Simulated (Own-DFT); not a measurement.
# Computed records: Hf32O63 (monoclinic hafnia with one neutral oxygen vacancy, atoms displaced), Hf16O31 (monoclinic hafnia with two neutral oxygen vacancies, strained, atoms displaced)

Computed with Own-DFT development build. A calculation, not a measurement: plane-wave PBE and HSE06 DFT by an unreviewed code, no spin, of a simulated cell at Gamma alone, so results move with cell size and shape, stress positive in tension, energies less offsets, not probed for a lower state with spin; hafnium file: forces about 75 meV/angstrom off all-electron values; oxygen file: force components 24 meV/angstrom off all-electron in a glass; k mesh not checked against a denser one; forces and stress are PBE's, HSE06 gives the energy alone, and its difference from PBE has offsets of its own; offsets are fitted by least squares, one for each functional and potential file, so energies compare only between cells with the same atoms and settings and are not formation energies; the far tail of each file's local potential was reset to the Coulomb form; each entry is a single point on an unrelaxed cell, so the pressure reflects the starting lattice, mostly measured values, from which strain is counted, and rises with the displacements; printed positions are rounded, which can move forces by about a meV/angstrom; the program is a retired in-house code; no spin-orbit coupling.

Settings shared by all entries: first functional PBE; second functional HSE06; exact exchange share 0.25; screening 0.11 1/bohr; exchange divergence Gygi-Baldereschi; potential files PseudoDojo norm-conserving, scalar-relativistic, made for PBE, standard set; wave cutoff 48 hartree; occupations fixed; k mesh 1 x 1 x 1 centred on Gamma.

(1) Hf32O63 (monoclinic hafnia with one neutral oxygen vacancy, atoms displaced)

```
cell vectors (Å)
  10.2340     0.0000     0.0000
   0.0000    10.3500     0.0000
  -1.6955     0.0000    10.4453
atoms (fractions of the cell vectors)
Hf  0.14004  0.02094  0.10007
Hf  0.37170  0.27516  0.14815
Hf  0.36793  0.48820  0.39656
Hf  0.13397  0.23146  0.35797
O   0.04018  0.16417  0.16987
O   0.46678  0.42158  0.07536
O   0.46108  0.32992  0.32902
O   0.03431  0.08828  0.43271
O   0.23151  0.38443  0.24951
O   0.28187  0.12586  0.01330
O   0.27707  0.11850  0.26886
O   0.22351  0.37623  0.49155
Hf  0.13545  0.02435  0.59958
Hf  0.36180  0.26250  0.64790
Hf  0.36777  0.46823  0.90021
Hf  0.13577  0.23184  0.85809
O   0.03200  0.15831  0.67634
O   0.46628  0.40867  0.58071
O   0.46352  0.34839  0.82599
O   0.02995  0.09469  0.92342
O   0.21822  0.36960  0.74251
O   0.27205  0.12365  0.51427
O   0.27081  0.12167  0.75184
O   0.22780  0.37789  0.99127
Hf  0.14554  0.51957  0.10608
Hf  0.34973  0.76852  0.13485
Hf  0.36575  0.97645  0.39433
Hf  0.12836  0.72849  0.34693
O   0.04564  0.65452  0.16548
O   0.46131  0.92086  0.07886
O   0.46052  0.83340  0.32415
O   0.04146  0.57865  0.43061
O   0.22555  0.88218  0.24107
O   0.26673  0.62617  0.00596
O   0.27196  0.62071  0.25502
O   0.23114  0.86859  0.49176
Hf  0.14517  0.52110  0.60601
Hf  0.36109  0.76483  0.64463
Hf  0.36456  0.97670  0.89549
Hf  0.13985  0.72977  0.84019
O   0.03482  0.66381  0.67422
O   0.46040  0.91321  0.58160
O   0.46226  0.82185  0.82113
O   0.03449  0.58987  0.91620
O   0.22007  0.87181  0.74106
O   0.27228  0.63853  0.51426
O   0.27071  0.61892  0.76842
O   0.21952  0.87128  0.98882
Hf  0.63563  0.01506  0.09723
Hf  0.86776  0.27123  0.14870
Hf  0.85826  0.48924  0.38913
Hf  0.63669  0.22951  0.35871
O   0.53455  0.17388  0.17514
O   0.96139  0.41434  0.07827
O   0.97136  0.33847  0.33023
O   0.53684  0.07817  0.42641
O   0.72826  0.38751  0.24497
O   0.77784  0.11839  0.01551
O   0.77113  0.12765  0.26226
O   0.72615  0.37801  0.48654
Hf  0.64378  0.02186  0.60893
Hf  0.86542  0.26581  0.65311
Hf  0.85436  0.48856  0.90158
Hf  0.64335  0.22535  0.86317
O   0.52911  0.16553  0.67484
O   0.95826  0.42129  0.57541
O   0.95672  0.33870  0.83075
O   0.53594  0.08625  0.92976
O   0.72675  0.37755  0.74275
O   0.77822  0.12913  0.50624
O   0.77265  0.12274  0.76550
O   0.72215  0.38238  0.99320
Hf  0.64290  0.51882  0.11120
Hf  0.85605  0.77024  0.14133
Hf  0.86059  0.97946  0.39960
Hf  0.63735  0.72212  0.35610
O   0.54258  0.66597  0.16626
O   0.97021  0.91792  0.08027
O   0.96129  0.83223  0.32752
O   0.53866  0.57783  0.42319
O   0.72300  0.87842  0.24194
O   0.77637  0.62825  0.01322
O   0.78256  0.61953  0.26939
O   0.72361  0.87587  0.49468
Hf  0.63579  0.51344  0.60628
Hf  0.85667  0.76564  0.64445
Hf  0.86734  0.98091  0.89413
Hf  0.62941  0.72868  0.85673
O   0.53709  0.66890  0.67559
O   0.96487  0.90820  0.58469
O   0.95786  0.83858  0.83375
O   0.53967  0.58915  0.93163
O   0.72131  0.88529  0.74624
O   0.77456  0.63119  0.50380
O   0.77464  0.62621  0.76383
```

- PBE energy of cell above offsets: -90.112 eV
- HSE06 less PBE above offsets: 0.103 eV
- PBE pressure: 5.51 GPa
- PBE stress xx: -6.17 GPa
- PBE stress yy: -5.19 GPa
- PBE stress zz: -5.17 GPa
- PBE stress yz: 0.14 GPa
- PBE stress xz: -0.03 GPa
- PBE stress xy: 0.78 GPa

Force:
```
element  x (eV/Å)  y (eV/Å)  z (eV/Å)
     Hf     0.355     0.083     1.315
     Hf    -2.075    -0.614     0.608
     Hf    -2.323    -2.045     0.035
     Hf     1.854     0.153    -0.271
      O    -0.918     0.958     0.744
      O     0.226     -0.69     1.132
      O     0.569     0.745     0.573
      O    -1.112    -0.322    -1.231
      O    -0.228    -0.363    -0.951
      O    -0.065     0.497     -0.72
      O    -0.094     0.713    -0.842
      O     0.489    -0.467     0.093
     Hf     0.735    -2.063     1.311
     Hf    -1.281      0.97    -0.726
     Hf    -2.183     4.049    -0.236
     Hf     0.133     0.868    -0.555
      O    -0.694     0.864     0.611
      O     0.476     1.122    -0.539
      O     2.966    -3.608    -0.924
      O     0.268    -0.587     0.412
      O     0.374     0.568    -0.348
      O     0.614     1.119    -0.431
      O     0.352     -0.83     1.956
      O    -0.267    -1.743      0.03
     Hf    -0.401    -1.493    -1.447
     Hf     0.854     0.012     1.544
     Hf    -0.957    -0.181     0.767
     Hf     1.066     0.091     1.241
      O     -3.29     3.022     1.258
      O    -0.118    -0.678    -0.626
      O     1.277    -1.426    -0.263
      O    -0.143     1.113    -1.496
      O    -0.423    -0.759    -0.969
      O     1.293      1.05     0.797
      O     1.392     0.536      0.91
      O    -1.195     0.227    -0.847
     Hf    -1.761    -1.278      0.29
     Hf    -0.218     1.737    -0.267
     Hf    -1.054    -0.138    -0.672
     Hf    -2.056    -0.427     2.672
      O    -0.858     0.381    -0.923
      O      1.46       0.8     0.098
      O    -1.251     2.292     1.921
      O    -1.211    -1.078     0.654
      O     0.821     1.444    -0.464
      O     0.661     -1.96     -1.12
      O     1.717    -1.128      -1.3
      O     0.754     0.189    -0.305
     Hf     0.526     0.479     2.708
     Hf    -0.047    -0.218      0.45
     Hf     1.823    -3.148     3.421
     Hf     0.231    -0.067    -0.058
      O     1.101    -1.007     -0.43
      O      0.73     0.463     0.039
      O    -0.728    -0.222    -0.867
      O     0.669     0.862    -0.028
      O    -0.161    -1.238    -0.392
      O    -0.284     1.416    -0.336
      O     0.481    -0.765     0.047
      O    -0.948    -0.682     0.267
     Hf    -1.668    -0.739    -0.579
     Hf     0.679     2.467    -1.154
     Hf     2.602    -0.312      -1.1
     Hf    -0.117     1.624     -1.09
      O      1.37    -0.573     0.951
      O     0.477    -0.691     0.928
      O     1.261    -1.014     0.086
      O    -0.617    -0.019    -1.165
      O    -1.034     0.087    -0.114
      O    -0.295     0.156     1.261
      O    -0.025     0.382    -0.391
      O    -0.489    -2.299    -0.343
     Hf    -0.198     0.511    -0.777
     Hf     1.316     0.836     0.284
     Hf    -0.154     0.084    -0.211
     Hf     -0.64     2.386    -0.904
      O    -1.077     0.977      1.17
      O     -1.25    -0.964    -0.018
      O     0.159    -0.123    -0.259
      O     0.148     0.391    -0.069
      O     0.158    -0.108    -0.739
      O    -0.061     1.112     0.736
      O    -0.583     2.442    -2.435
      O     -0.18    -0.763    -0.489
     Hf     0.647     -0.09     0.631
     Hf     0.372     0.508     1.191
     Hf    -0.873    -0.641     0.804
     Hf     1.831     0.033    -0.159
      O     0.435    -1.248    -0.959
      O     0.184     0.755    -1.067
      O     1.306     -1.42    -1.111
      O    -0.893     -0.88    -0.486
      O    -0.117    -0.295    -0.237
      O    -0.304     0.203     0.932
      O    -0.292     -0.37    -0.436
```

(2) Hf16O31 (monoclinic hafnia with two neutral oxygen vacancies, strained, atoms displaced)

```
cell vectors (Å)
  10.2635    -0.0316     0.0939
  -0.0320    10.2398    -0.1742
  -1.6046    -0.1706    10.5119
atoms (fractions of the cell vectors)
Hf  0.13776  0.02415  0.09914
Hf  0.36001  0.26935  0.15124
Hf  0.35865  0.48549  0.39767
Hf  0.13844  0.23033  0.34278
O   0.04130  0.16347  0.15850
O   0.45583  0.41795  0.07877
O   0.46408  0.34408  0.33617
O   0.02177  0.07704  0.41759
O   0.22252  0.37244  0.25305
O   0.28843  0.12906  0.00859
O   0.26116  0.11165  0.27778
O   0.23583  0.37780  0.49376
Hf  0.14079  0.02363  0.59944
Hf  0.36553  0.26055  0.66037
Hf  0.36718  0.48958  0.90301
Hf  0.14295  0.22073  0.84866
O   0.02997  0.16939  0.67337
O   0.46089  0.41669  0.56880
O   0.47413  0.33908  0.82524
O   0.03454  0.07568  0.94033
O   0.22675  0.36687  0.73348
O   0.27972  0.12477  0.51166
O   0.26500  0.11113  0.76308
O   0.21174  0.36181  0.00465
Hf  0.14287  0.52415  0.09068
Hf  0.35745  0.75942  0.14161
Hf  0.36378  0.98363  0.40266
Hf  0.12944  0.72086  0.35113
O   0.03667  0.67038  0.18182
O   0.44960  0.92755  0.07319
O   0.46046  0.82959  0.32787
O   0.03798  0.56756  0.42812
O   0.21838  0.87982  0.23620
O   0.27335  0.62803  0.00861
O   0.27224  0.62023  0.27201
O   0.23181  0.88330  0.49380
Hf  0.15018  0.51753  0.61396
Hf  0.35611  0.76169  0.64164
Hf  0.35756  0.97192  0.89925
Hf  0.14456  0.72446  0.86099
O   0.03249  0.66257  0.67240
O   0.45610  0.92883  0.56654
O   0.03991  0.57904  0.93694
O   0.26226  0.62013  0.51904
O   0.26415  0.62294  0.75963
O   0.23122  0.87301  0.99726
Hf  0.63574  0.00303  0.09213
Hf  0.87832  0.26605  0.15542
Hf  0.85653  0.46925  0.39167
Hf  0.62905  0.23927  0.33430
O   0.52684  0.17677  0.18228
O   0.96360  0.41878  0.07493
O   0.97105  0.33425  0.31821
O   0.53337  0.07876  0.43099
O   0.72665  0.37575  0.23782
O   0.77902  0.13408  0.01448
O   0.77685  0.11238  0.25912
O   0.72853  0.36487  0.47996
Hf  0.64230  0.01527  0.60236
Hf  0.86689  0.26636  0.64593
Hf  0.87461  0.48041  0.89360
Hf  0.64418  0.23026  0.85441
O   0.53471  0.16628  0.67041
O   0.96349  0.41567  0.58080
O   0.96554  0.34890  0.81940
O   0.53871  0.08274  0.93086
O   0.71800  0.38619  0.72486
O   0.79825  0.10772  0.51283
O   0.77554  0.11878  0.75976
O   0.72752  0.36209  0.99466
Hf  0.64371  0.53145  0.11336
Hf  0.86301  0.76952  0.14707
Hf  0.87111  0.98588  0.40163
Hf  0.63783  0.74204  0.35248
O   0.51997  0.66805  0.16871
O   0.94579  0.91807  0.06682
O   0.95843  0.83315  0.32624
O   0.53486  0.58210  0.41454
O   0.73493  0.88101  0.24360
O   0.77532  0.61933  0.02768
O   0.77356  0.62706  0.25915
O   0.71322  0.87639  0.50151
Hf  0.64602  0.52113  0.61331
Hf  0.88216  0.77651  0.64299
Hf  0.87324  0.97238  0.89443
Hf  0.64320  0.74469  0.86575
O   0.52996  0.66369  0.64984
O   0.95535  0.90403  0.57413
O   0.95686  0.83209  0.82738
O   0.56276  0.59345  0.92820
O   0.72938  0.87709  0.73608
O   0.76544  0.63182  0.51045
O   0.75590  0.61691  0.74677
O   0.73343  0.88495  0.99865
```

* PBE energy of cell above offsets: -75.015 eV
* HSE06 less PBE above offsets: 1.078 eV
* PBE pressure: 10.89 GPa
* PBE stress xx: -10.92 GPa
* PBE stress yy: -12.85 GPa
* PBE stress zz: -8.89 GPa
* PBE stress yz: -3.94 GPa
* PBE stress xz: 1.02 GPa
* PBE stress xy: 1.75 GPa

Force:
```
element  x (eV/Å)  y (eV/Å)  z (eV/Å)
     Hf     1.419    -3.476       2.5
     Hf    -0.087     1.149     0.743
     Hf     1.583    -0.614      1.71
     Hf    -0.041     1.015     3.819
      O    -0.722     1.725     1.823
      O     0.018     0.898    -0.936
      O     0.404    -1.593    -1.985
      O     6.092     3.486     0.996
      O     0.328      0.67    -1.901
      O    -1.511      0.03      0.06
      O     1.741     0.748    -3.106
      O    -2.164    -2.025     0.022
     Hf     0.003    -0.791    -1.054
     Hf     3.046     1.926    -4.312
     Hf     3.197    -2.576    -0.608
     Hf    -2.187     1.584     1.721
      O     2.133    -1.772     0.821
      O     0.047    -0.719     2.078
      O    -1.542     1.137     1.262
      O     2.101     2.695    -3.685
      O    -1.089      0.86     2.952
      O    -1.882     1.353     1.505
      O       0.8    -0.854    -0.437
      O     0.954     0.402    -2.094
     Hf     -2.65    -2.927     5.712
     Hf    -0.393     4.327     3.677
     Hf      0.86    -1.011    -2.016
     Hf     -0.76     1.334     1.695
      O     0.221    -1.199    -2.051
      O     1.135    -1.375     1.144
      O    -0.102     0.095    -0.903
      O    -0.177     1.253    -0.785
      O     0.043    -0.897    -0.307
      O     0.621    -0.311    -1.123
      O     0.309     0.509     -2.53
      O    -2.351    -2.545     0.507
     Hf    -3.177    -2.786    -2.825
     Hf     2.882     1.925    -0.798
     Hf     1.999     0.717     -0.56
     Hf    -1.412     2.411     -1.75
      O     1.626    -0.548     1.725
      O     0.166    -2.614     3.929
      O     0.554      2.62    -2.467
      O     1.504     2.539    -0.499
      O      1.37    -0.652     1.654
      O    -1.492    -1.592    -2.133
     Hf     0.078     4.257     3.041
     Hf    -3.417    -0.191    -3.791
     Hf     0.252      2.39     2.096
     Hf     0.379     -1.49     3.969
      O    -0.016    -2.146     -2.93
      O     0.792      0.15     0.032
      O    -0.179     0.066     1.271
      O     1.969     2.176    -1.402
      O    -0.014     0.783    -0.413
      O    -0.273    -1.091    -0.485
      O    -0.327     1.381    -0.497
      O     0.088    -0.447     0.602
     Hf    -0.748     0.866     0.098
     Hf    -2.566     1.288    -1.959
     Hf     -5.14    -0.044     0.705
     Hf     0.411    -0.477     0.578
      O     0.054    -0.009     1.195
      O     0.283     -0.28    -0.394
      O     2.072    -2.477     0.027
      O    -0.772    -0.232    -1.457
      O     1.368    -3.487     2.971
      O    -2.064     3.276     2.553
      O     0.487     0.634     0.397
      O     0.095     1.683    -0.826
     Hf    -0.425    -2.865    -0.066
     Hf     0.564     0.491     1.663
     Hf    -5.446    -2.875     -3.08
     Hf    -1.033    -1.257     2.548
      O     2.086    -0.719    -0.359
      O     3.119    -0.425     2.113
      O     1.762     -1.58     0.181
      O     0.333     0.877    -0.606
      O    -1.783    -0.874    -1.005
      O     2.319      2.08    -1.503
      O     -0.37    -0.871     0.559
      O     0.923    -2.075    -2.471
     Hf    -2.176    -0.498    -5.653
     Hf    -7.362     -5.77     1.142
     Hf    -3.999     3.783    -0.187
     Hf     0.633    -0.734    -3.671
      O    -2.853     2.735     2.288
      O     5.619     5.675     -1.88
      O     3.653    -3.111     0.017
      O    -4.011    -1.684    -0.363
      O    -0.727    -0.267     1.659
      O     1.833     0.148    -0.648
      O      2.29     2.181     5.055
      O    -1.174    -3.475    -2.301
```
